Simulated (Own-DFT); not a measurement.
# Energy and forces against displacement in rutile TiO2, 72 atoms (O48Ti24)

Calculated results; nothing here was measured. They come from Own-DFT, an in-house plane-wave density functional program, since retired, whose code no person has reviewed. Each row is one single-point run on a periodic cell that was not relaxed, without spin or spin-orbit coupling.

Settings of every run: PBE; PseudoDojo norm-conserving scalar-relativistic files; cutoff 72 hartree; 3 x 3 x 3 k mesh centred on Gamma; Fermi-Dirac smearing of 0.1 eV.

Known limits: oxygen file: force components 24 meV/angstrom off all-electron in a glass; forces on such cells passed a denser k mesh, each cell not checked; stress not checked against mesh or cutoff.

Cell vectors in Å: (9.187, 0.000, 0.000); (0.000, 9.187, 0.000); (0.000, 0.000, 8.876). In each run every atom was moved at random and independently from its ideal site; u is the rms move along one axis. E is the free energy for each atom above the fitted value at u = 0, and F the rms of the force components.

```
run   u (Å)  E (meV/atom)  F (eV/Å)  largest force (eV/Å)  P (GPa)
  1  0.0192           8.0     0.379                  1.58     4.75
  2  0.0193           7.9     0.371                  1.31     4.91
  3  0.0196           8.4     0.386                  1.52     4.63
  4  0.0495          52.3     1.014                  4.19     6.35
  5  0.0517          47.6     0.889                  3.40     7.14
  6  0.0531             ?         ?                     ?        ?
  7  0.0802         132.7     1.601                  6.11    10.38
  8  0.0833         166.1     1.924                 11.21    10.38
  9  0.1248         316.3     2.577                 12.16    16.79
```

## Worked fit

For small independent moves the energy grows as E = (3/2) K u², with K the mean stiffness felt by one atom. The runs with u up to 0.11 Å give K = 14.1 ± 0.7 eV/Å², with residuals divided by u² + 0.0006 Å², since the noise grows with the moves. The scatter is 5.3 meV/atom at u = 0.05 Å. The forces follow F = G u with G = 20.0 eV/Å²; no force at u = 0 is resolved. G exceeds K because the moves of its neighbours add to the force on an atom, and stiffness differs between atoms. The pressure follows P = 4.44 + 889 u² GPa: at fixed volume, shortened bonds push harder than stretched ones pull.

## Withheld run

Question: what energy and rms force should run 6 give?

The fit gives 60 ± 7 meV/atom and about 1.06 eV/Å. The calculation gave 67.6 meV/atom and 1.199 eV/Å.
